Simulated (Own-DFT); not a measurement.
## Calculated data, Si$_{12}$O$_{23}$ (quartz with two neutral oxygen vacancies, atoms displaced)

All values are calculated (Own-DFT development build). A calculation, not a measurement: plane-wave PBE and HSE06 DFT by an unreviewed code, no spin, of a simulated cell at Gamma alone, so results move with cell size and shape, stress positive in tension, energies less offsets, not probed for a lower state with spin; oxygen file: force components 24 meV/angstrom off all-electron in a glass; k mesh not checked against a denser one; forces and stress are PBE's, HSE06 gives the energy alone, and its difference from PBE has offsets of its own; offsets are fitted by least squares, one for each functional and potential file, so energies compare only between cells with the same atoms and settings and are not formation energies; the far tail of each file's local potential was reset to the Coulomb form; each entry is a single point on an unrelaxed cell, so the pressure reflects the starting lattice, mostly measured values (interpolated for alloys), from which strain is counted, and rises with the displacements; printed positions are rounded, which can move forces by about a meV/angstrom; the program, named Own-DFT, is a retired in-house code; no spin-orbit coupling.

Common to all runs: first functional PBE; second functional HSE06; exact exchange share 0.25; screening 0.11 1/bohr; exchange divergence Gygi-Baldereschi; potential files PseudoDojo norm-conserving, scalar-relativistic, made for PBE, standard set; wave cutoff 48 hartree; occupations fixed; k mesh 1 x 1 x 1 centred on Gamma.

(1) Si$_{12}$O$_{23}$ (quartz with two neutral oxygen vacancies, atoms displaced)

```
Si12O23
1.0
      9.8268     0.0000     0.0000
     -4.9134     8.5103     0.0000
      0.0000     0.0000    10.8104
Si O Si O Si O Si O Si O Si O Si O Si O
3 6 3 5 3 6 3 6 3 6 3 5 3 6 3 6
Direct
  0.23271 0.99892 0.00462
  0.00504 0.24007 0.33118
  0.26613 0.26555 0.16056
  0.21205 0.14373 0.05590
  0.42197 0.29367 0.22633
  0.36789 0.08336 0.39014
  0.07024 0.36992 0.43863
  0.13081 0.20663 0.27367
  0.29157 0.42523 0.10641
  0.23241 0.99079 0.49463
  0.99978 0.22959 0.83384
  0.27095 0.26717 0.67032
  0.20449 0.12917 0.56232
  0.42728 0.29317 0.72416
  0.07570 0.36647 0.93879
  0.13747 0.20785 0.76982
  0.29378 0.42628 0.60443
  0.23522 0.49760 0.99966
  0.00265 0.73363 0.33423
  0.26826 0.76728 0.16359
  0.20824 0.63425 0.05716
  0.42712 0.78940 0.23184
  0.37144 0.57750 0.39049
  0.07336 0.86387 0.43901
  0.13855 0.70916 0.27007
  0.29421 0.92343 0.10643
  0.23880 0.50318 0.49821
  0.00116 0.72923 0.83615
  0.26447 0.76358 0.66843
  0.20661 0.63282 0.56004
  0.43112 0.80115 0.72431
  0.37044 0.57824 0.89459
  0.07358 0.86710 0.93905
  0.13047 0.70220 0.77067
  0.29166 0.92561 0.60557
  0.73175 0.00026 0.99796
  0.49652 0.23517 0.33182
  0.76512 0.26424 0.16709
  0.70524 0.13224 0.06341
  0.92744 0.29470 0.22551
  0.86908 0.07029 0.39229
  0.57009 0.36878 0.44581
  0.63228 0.20955 0.26869
  0.79552 0.43176 0.10755
  0.73506 0.99544 0.50258
  0.49947 0.23340 0.83432
  0.77079 0.26780 0.66743
  0.70967 0.13128 0.55961
  0.93199 0.29658 0.72748
  0.86966 0.07458 0.88960
  0.57288 0.36611 0.94001
  0.79581 0.42151 0.60246
  0.72809 0.49539 0.99920
  0.50012 0.73284 0.33656
  0.76054 0.76183 0.16132
  0.70726 0.63232 0.05838
  0.92739 0.79676 0.22599
  0.86574 0.57033 0.39395
  0.57645 0.86489 0.44019
  0.63752 0.71177 0.26965
  0.79958 0.92473 0.10361
  0.73063 0.49380 0.49753
  0.50274 0.73465 0.83136
  0.76137 0.76407 0.66105
  0.70693 0.63233 0.56045
  0.92418 0.79347 0.72673
  0.86085 0.57160 0.89076
  0.57795 0.86644 0.94209
  0.63524 0.70567 0.77744
  0.79743 0.93319 0.60586
```

```
PBE energy of cell above offsets : -21.360 eV
HSE06 less PBE above offsets     : -0.019 eV
PBE pressure                     : 7.71 GPa
PBE stress xx                    : -6.54 GPa
PBE stress yy                    : -9.66 GPa
PBE stress zz                    : -6.94 GPa
PBE stress yz                    : -0.89 GPa
PBE stress xz                    : -1.55 GPa
PBE stress xy                    : -0.89 GPa
```

Force:
```
element  x (eV/Å)  y (eV/Å)  z (eV/Å)
     Si     1.127     1.936     -2.67
     Si    -1.838    -1.925     1.495
     Si    -1.611     0.569     3.862
      O    -0.033    -2.853    -1.987
      O     1.131     0.551     0.113
      O    -0.921    -3.596     1.343
      O     0.614      1.13     0.593
      O     2.759     0.105    -1.882
      O     0.053     1.258    -0.019
     Si    -0.415     4.112     2.167
     Si     1.293       2.6    -1.357
     Si    -1.818    -1.104    -3.874
      O      0.73    -0.453    -0.472
      O     2.449     0.846     1.245
      O    -0.412     -0.57    -0.135
      O    -1.526     -0.54     1.965
      O     0.367     0.245     0.262
     Si     -0.25      1.04    -0.373
     Si    -1.359    -0.875    -2.288
     Si     1.912    -2.206      1.36
      O    -0.104     0.005    -0.113
      O    -1.571     0.816    -1.827
      O    -1.053    -3.268     1.637
      O    -0.903    -0.728    -0.117
      O    -0.983    -0.425     1.097
      O    -0.516     2.279    -0.427
     Si    -0.525     -1.27    -0.176
     Si    -2.478     1.218    -1.762
     Si     0.176     0.596     -1.28
      O    -0.147     0.295    -0.057
      O     0.897    -0.266     0.831
      O    -0.194    -0.953     0.061
      O     0.013     0.022     0.458
      O      0.38    -0.452     0.705
      O     0.729    -0.491     0.361
     Si      3.05     0.946     1.488
     Si     1.357     3.066    -0.303
     Si     0.108      1.96     -0.39
      O    -0.024    -0.765    -1.215
      O    -0.028      0.37    -0.374
      O     -0.23     0.637    -0.014
      O    -1.611    -2.621    -2.249
      O    -1.207    -0.399     1.438
      O     0.382    -0.879     0.236
     Si    -0.216     2.411    -3.143
     Si     1.305    -2.741     -0.69
     Si    -1.811    -2.219     1.161
      O    -0.827     0.769     0.671
      O     0.394     0.144     0.152
      O    -1.493     -2.56     1.652
      O    -1.423    -0.642    -0.044
      O    -0.623     1.884    -0.765
     Si     2.082     1.549     0.614
     Si     2.175     2.078    -1.878
     Si     2.073     1.002     1.607
      O     -0.71    -0.727    -0.953
      O     0.657     -0.61     0.427
      O      0.48     0.335    -0.626
      O    -0.609    -0.114     0.677
      O    -1.299    -0.903     1.413
      O    -1.408     2.053    -1.635
     Si     1.506     2.106     1.653
     Si    -1.087     1.094     0.241
     Si     1.369     1.122     2.574
      O    -0.114    -1.187    -1.338
      O     0.718    -0.321     0.523
      O     0.091    -0.839     0.412
      O    -1.729    -1.614    -1.281
      O     0.923     0.023    -1.311
      O     1.805    -2.057     2.529
```

(2) Si$_{12}$O$_{23}$ (quartz with two neutral oxygen vacancies, atoms displaced)

```
Si12O23
1.0
      9.8268     0.0000     0.0000
     -4.9134     8.5103     0.0000
      0.0000     0.0000    10.8104
Si O Si O Si O Si O Si O Si O Si O Si O
3 6 3 6 3 5 3 6 3 6 3 6 3 5 3 6
Direct
  0.24025 0.00032 0.00330
  0.99846 0.23755 0.33290
  0.26629 0.26542 0.16939
  0.21009 0.13782 0.06054
  0.42434 0.29139 0.22168
  0.36515 0.07791 0.39653
  0.07238 0.36941 0.44059
  0.13411 0.21198 0.27230
  0.29563 0.42688 0.10837
  0.23054 0.00028 0.50580
  0.99792 0.23920 0.83401
  0.26836 0.26639 0.66971
  0.20929 0.13129 0.55798
  0.43109 0.29583 0.72464
  0.37643 0.08020 0.88958
  0.07166 0.36854 0.93905
  0.13876 0.20839 0.77227
  0.29687 0.42866 0.61227
  0.23574 0.50333 0.00231
  0.00084 0.72976 0.33403
  0.26224 0.76720 0.16829
  0.20640 0.63903 0.06084
  0.42978 0.79686 0.22262
  0.07357 0.86824 0.44264
  0.12953 0.70059 0.27686
  0.29437 0.92594 0.10483
  0.23617 0.49969 0.50127
  0.00243 0.73168 0.83523
  0.26830 0.76812 0.66881
  0.20816 0.63807 0.55699
  0.42589 0.78638 0.72741
  0.37085 0.57909 0.88951
  0.07343 0.86213 0.94382
  0.13279 0.70653 0.78131
  0.29534 0.92528 0.61028
  0.73583 0.99235 0.99722
  0.50084 0.23470 0.33868
  0.76440 0.27053 0.16623
  0.70532 0.13790 0.05983
  0.92547 0.28876 0.22380
  0.86102 0.06950 0.38726
  0.56668 0.36688 0.44371
  0.62520 0.19985 0.27063
  0.79215 0.42836 0.10515
  0.73737 0.00024 0.50228
  0.49880 0.23654 0.82908
  0.76152 0.26556 0.66515
  0.71212 0.13480 0.55800
  0.93197 0.29496 0.73067
  0.86762 0.07286 0.89142
  0.57567 0.36717 0.94336
  0.63045 0.20670 0.77211
  0.79491 0.42534 0.61148
  0.74005 0.50627 0.00125
  0.50201 0.73861 0.33385
  0.76824 0.77070 0.17116
  0.71107 0.63460 0.05880
  0.92298 0.78988 0.22706
  0.86900 0.57097 0.39290
  0.57351 0.87033 0.43967
  0.79251 0.92511 0.10625
  0.73466 0.50063 0.50132
  0.49648 0.73094 0.83191
  0.77146 0.76673 0.66639
  0.70259 0.62832 0.56067
  0.93058 0.79695 0.72139
  0.86390 0.56890 0.89392
  0.57426 0.86996 0.94017
  0.63184 0.70061 0.77412
  0.79544 0.92638 0.60224
```

```
PBE energy of cell above offsets : -21.087 eV
HSE06 less PBE above offsets     : 0.120 eV
PBE pressure                     : 6.98 GPa
PBE stress xx                    : -7.15 GPa
PBE stress yy                    : -8.11 GPa
PBE stress zz                    : -5.68 GPa
PBE stress yz                    : 1.22 GPa
PBE stress xz                    : -2.21 GPa
PBE stress xy                    : 1.65 GPa
```

Force:
```
element  x (eV/Å)  y (eV/Å)  z (eV/Å)
     Si    -1.668     1.943    -2.981
     Si      0.41    -1.076      0.21
     Si    -0.957     0.095    -1.135
      O     0.325    -1.563    -1.072
      O     3.189     0.186     2.533
      O    -0.313    -1.517     0.661
      O    -0.355    -0.354     0.103
      O    -0.466    -0.535      1.06
      O    -0.866      1.37     -0.88
     Si     3.266    -1.981    -1.872
     Si     3.425    -1.977     0.992
     Si    -0.005    -0.616    -1.582
      O    -2.562     3.669     2.592
      O    -0.485     0.774    -1.265
      O     -2.16    -3.626     2.415
      O     0.577      1.45     1.378
      O    -2.151    -0.527      1.89
      O    -0.515     0.781    -0.863
     Si     0.612     -0.34    -0.582
     Si    -1.954     2.321     0.921
     Si     1.465    -0.468     0.886
      O     0.175    -1.204     -0.92
      O    -0.715     0.026      0.06
      O    -0.611    -1.596    -1.037
      O     1.911     0.116    -1.147
      O     0.786     0.204     1.488
     Si      1.58     1.957    -1.069
     Si    -3.259     0.715     0.451
     Si    -0.437    -2.215     0.504
      O    -0.367     0.003     0.693
      O    -1.071      1.16    -1.534
      O    -2.248    -4.243      3.05
      O      0.18     0.838     0.335
      O     3.585    -0.196    -2.307
      O    -0.824     1.756    -0.631
     Si    -1.785     3.812     1.162
     Si    -1.257     0.346    -2.502
     Si     0.461    -2.035    -0.156
      O     1.378      -1.8    -1.193
      O     -0.84     0.983    -0.447
      O      0.39     0.485     0.306
      O     0.713     0.931     0.548
      O     0.626      0.56     0.348
      O     0.878      0.66     1.284
     Si    -0.415     0.027    -2.555
     Si     1.525      2.53     2.588
     Si     2.479    -1.635     1.976
      O    -0.858     0.917     0.586
      O    -3.888      0.82    -3.576
      O     0.371    -0.213    -0.179
      O    -0.297    -0.386    -0.961
      O     1.433    -0.332    -0.754
      O    -1.222       2.6    -1.904
     Si    -1.438    -2.564    -0.724
     Si     1.132    -2.412    -0.659
     Si    -3.342    -2.825     0.225
      O     -1.57     2.418     1.626
      O     2.726     0.297     1.483
      O    -0.813    -1.446     0.934
      O    -0.191     0.597     0.871
      O     0.545     1.105     0.054
     Si     0.842    -1.112    -0.165
     Si      3.12     3.129      0.48
     Si     -2.75    -1.041     0.024
      O    -0.477     1.246     0.487
      O     2.671    -0.194     1.833
      O     1.429     1.247    -1.879
      O    -1.081    -1.958    -1.392
      O     0.775     0.707    -0.717
      O     1.235    -0.793     1.605
```

(3) Si$_{12}$O$_{23}$ (quartz with two neutral oxygen vacancies, atoms displaced)

```
Si12O23
1.0
      9.8268     0.0000     0.0000
     -4.9134     8.5103     0.0000
      0.0000     0.0000    10.8104
Si O Si O Si O Si O Si O Si O Si O Si O
3 6 3 6 3 6 3 6 3 6 3 5 3 6 3 5
Direct
  0.24237 0.00156 0.00251
  0.99977 0.23675 0.33182
  0.26824 0.26629 0.16497
  0.20350 0.13446 0.05571
  0.42224 0.29403 0.22193
  0.37115 0.07578 0.39340
  0.07089 0.36386 0.44207
  0.13812 0.20811 0.27606
  0.29624 0.42766 0.10919
  0.23300 0.00306 0.50384
  0.99772 0.23472 0.83051
  0.25983 0.26412 0.66688
  0.21267 0.13585 0.55796
  0.42955 0.29844 0.72427
  0.37265 0.07447 0.89534
  0.08129 0.37194 0.93570
  0.13217 0.20686 0.77438
  0.29215 0.42156 0.61253
  0.23523 0.49768 0.99513
  0.99527 0.72865 0.33287
  0.26797 0.76510 0.16544
  0.20813 0.63355 0.05745
  0.42382 0.79193 0.22196
  0.36288 0.57427 0.39499
  0.07728 0.86757 0.44089
  0.13560 0.70992 0.27826
  0.29787 0.92766 0.11363
  0.24136 0.50281 0.50065
  0.99576 0.72728 0.83252
  0.26091 0.76366 0.66211
  0.20613 0.63457 0.56315
  0.42214 0.79085 0.72701
  0.36418 0.57267 0.89277
  0.06715 0.86387 0.93803
  0.13361 0.70935 0.77195
  0.28579 0.92283 0.60578
  0.73055 0.99746 0.00347
  0.49593 0.23423 0.32912
  0.77055 0.26721 0.17079
  0.70583 0.13051 0.06033
  0.92961 0.29227 0.22933
  0.86956 0.07644 0.38931
  0.57389 0.36901 0.43682
  0.62873 0.20610 0.27165
  0.79798 0.42816 0.10695
  0.73739 0.00604 0.49784
  0.50458 0.23493 0.83113
  0.76454 0.25778 0.66298
  0.92579 0.29397 0.72497
  0.86353 0.07655 0.89482
  0.57782 0.36442 0.94084
  0.64018 0.20602 0.76934
  0.79206 0.42480 0.61063
  0.73341 0.49494 0.00119
  0.49745 0.73722 0.33018
  0.75933 0.76403 0.16649
  0.69830 0.63337 0.06174
  0.92247 0.78852 0.22567
  0.87227 0.58118 0.39443
  0.57776 0.87201 0.44077
  0.62886 0.69851 0.26796
  0.79942 0.93090 0.11080
  0.73503 0.50039 0.50127
  0.49867 0.73821 0.83387
  0.76009 0.76553 0.66777
  0.70812 0.63595 0.55977
  0.93120 0.79128 0.72550
  0.86592 0.57138 0.89467
  0.57208 0.86546 0.94158
  0.62748 0.70557 0.77457
```

```
PBE energy of cell above offsets : -21.430 eV
HSE06 less PBE above offsets     : 0.005 eV
PBE pressure                     : 7.19 GPa
PBE stress xx                    : -7.53 GPa
PBE stress yy                    : -7.58 GPa
PBE stress zz                    : -6.45 GPa
PBE stress yz                    : 1.51 GPa
PBE stress xz                    : 0.23 GPa
PBE stress xy                    : -1.3 GPa
```

Force:
```
element  x (eV/Å)  y (eV/Å)  z (eV/Å)
     Si    -2.573    -1.612    -0.603
     Si     3.596     0.052     1.457
     Si    -3.392    -1.299    -0.822
      O     0.621    -0.384    -0.029
      O     3.794     0.423     1.572
      O     -0.84    -1.129     0.976
      O      0.66     1.328     0.887
      O     -0.44     0.014    -0.046
      O    -1.005     1.308    -1.252
     Si     1.884    -1.778    -3.136
     Si    -0.062     0.039     1.277
     Si     2.492    -1.784     1.203
      O    -2.118     2.057     1.202
      O     0.457    -0.677      0.73
      O     0.432    -0.159    -0.372
      O    -2.127    -2.501    -1.181
      O     0.194     -0.77     0.088
      O    -1.703     3.653    -2.378
     Si     0.935     1.334     3.278
     Si     1.148     5.394    -1.048
     Si    -3.135    -2.072      0.16
      O    -0.227     0.028     0.109
      O     2.816     0.525     1.321
      O     1.796     1.531    -1.994
      O    -0.917    -0.761    -0.774
      O     1.647    -0.305    -1.344
      O    -0.835     1.754    -1.268
     Si    -2.696    -2.133     2.207
     Si     0.529     2.012     0.541
     Si     0.304     1.214     3.016
      O     0.803     -2.85    -2.694
      O    -0.212     0.585    -0.509
      O     1.437     0.967    -1.411
      O     1.702     1.558     1.372
      O      0.67    -0.733     0.128
      O      0.73     0.974      0.53
     Si     1.995     0.026     -0.51
     Si    -0.398     0.984     0.742
     Si    -1.507    -0.989    -1.464
      O    -1.117     1.981     1.625
      O    -1.543     1.218    -2.067
      O    -0.564    -1.514     0.425
      O    -0.032     0.096    -0.165
      O     1.597      0.02    -0.617
      O     0.545     -0.29     0.812
     Si     1.215     0.926     3.886
     Si    -0.553      0.25    -0.842
     Si     0.791    -0.866    -3.233
      O     1.089     0.539     0.048
      O     0.028    -0.346    -0.043
      O    -1.025    -1.225    -0.656
      O    -2.118     -1.01     1.902
      O    -0.199     0.446    -0.824
     Si    -0.538     3.018     0.842
     Si     1.586      -0.2     0.682
     Si     2.443     0.573    -0.533
      O     1.224    -2.199    -1.924
      O    -0.045     0.097     -0.06
      O    -1.863    -4.881     2.605
      O    -1.505    -1.829    -1.751
      O    -2.969    -0.225     2.618
      O    -0.796     0.611    -0.549
     Si     0.298    -0.009    -0.158
     Si    -0.766    -1.129    -0.036
     Si     0.772     2.744     -0.94
      O    -0.208    -0.927    -0.565
      O    -2.367     0.067    -1.367
      O    -0.339    -1.446     0.394
      O    -0.513     0.099     0.528
      O     1.019     -0.41     0.001
```
